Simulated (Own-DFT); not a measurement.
# Which defects push the lattice out? hexagonal WC

The numbers are computed, not measured, by runs of the plane-wave DFT program Own-DFT (in-house, retired, unreviewed) at fixed positions, with no spin and no spin-orbit coupling.

Method: PBE; PseudoDojo norm-conserving scalar-relativistic files; cutoff 50 hartree; 4 x 4 x 4 k mesh centred on Gamma; cold (Marzari-Vanderbilt) smearing of 0.2 eV.

Limits: forces on such cells moved up to 12 meV/angstrom on a denser k mesh; stress not checked against mesh or cutoff.

All runs share one cell, with vectors in Å (5.833, -5.052, -2.839); (0.000, -5.052, 8.518); (-5.833, -5.052, -2.839) and a volume of 669.4 Å³. Atoms were moved at random from their sites; u is the rms move along one axis. The defect's site can differ from row to row.

```
             cell  formula   u (Å)  P (GPa)
        no defect   C32W32  0.0182     3.18
        no defect   C32W32  0.0510     6.68
        no defect   C32W32  0.0534     6.84
    one C vacancy   C31W32  0.0337     3.58
    one C vacancy   C31W32  0.0433     4.54
    one C vacancy   C31W32  0.0487     5.20
one W on a C site   C31W33  0.0283    16.27
one W on a C site   C31W33  0.0297    15.72
one W on a C site   C31W33  0.0304    16.14
one W on a C site   C31W33  0.0319        ?
one C on a W site   C33W31  0.0317     2.72
one C on a W site   C33W31  0.0475     4.36
one C on a W site   C33W31  0.0484     4.45
    one W vacancy   C32W31  0.0267     1.83
    one W vacancy   C32W31  0.0488     3.45
    one W vacancy   C32W31  0.0534     5.12
```

## Fit

P = P0 + c u² + a shift for each defect gives P0 = 2.85 GPa, c = 1411 ± 105 GPa/Å² and a scatter of 0.30 GPa. The shifts, and each times the cell's volume:

- one W on a C site: 11.97 ± 0.27 GPa, 50.0 eV
- one C vacancy: -0.94 ± 0.25 GPa, -3.9 eV
- one C on a W site: -1.64 ± 0.25 GPa, -6.8 eV
- one W vacancy: -2.17 ± 0.25 GPa, -9.1 eV

Positive is outwards. The product with the volume (160.2 GPa Å³ to the eV) is nearly free of the cell's size; divided by the bulk modulus at the cell's pressure it gives the volume that the defect adds. The atoms around the defects weren't relaxed, which would change these numbers.

## Withheld run

Asked: what pressure belongs in the blank (one W on a C site, u = 0.0319 Å)?

From the fit: 16.25 ± 0.35 GPa. The hidden result is 16.75 GPa.
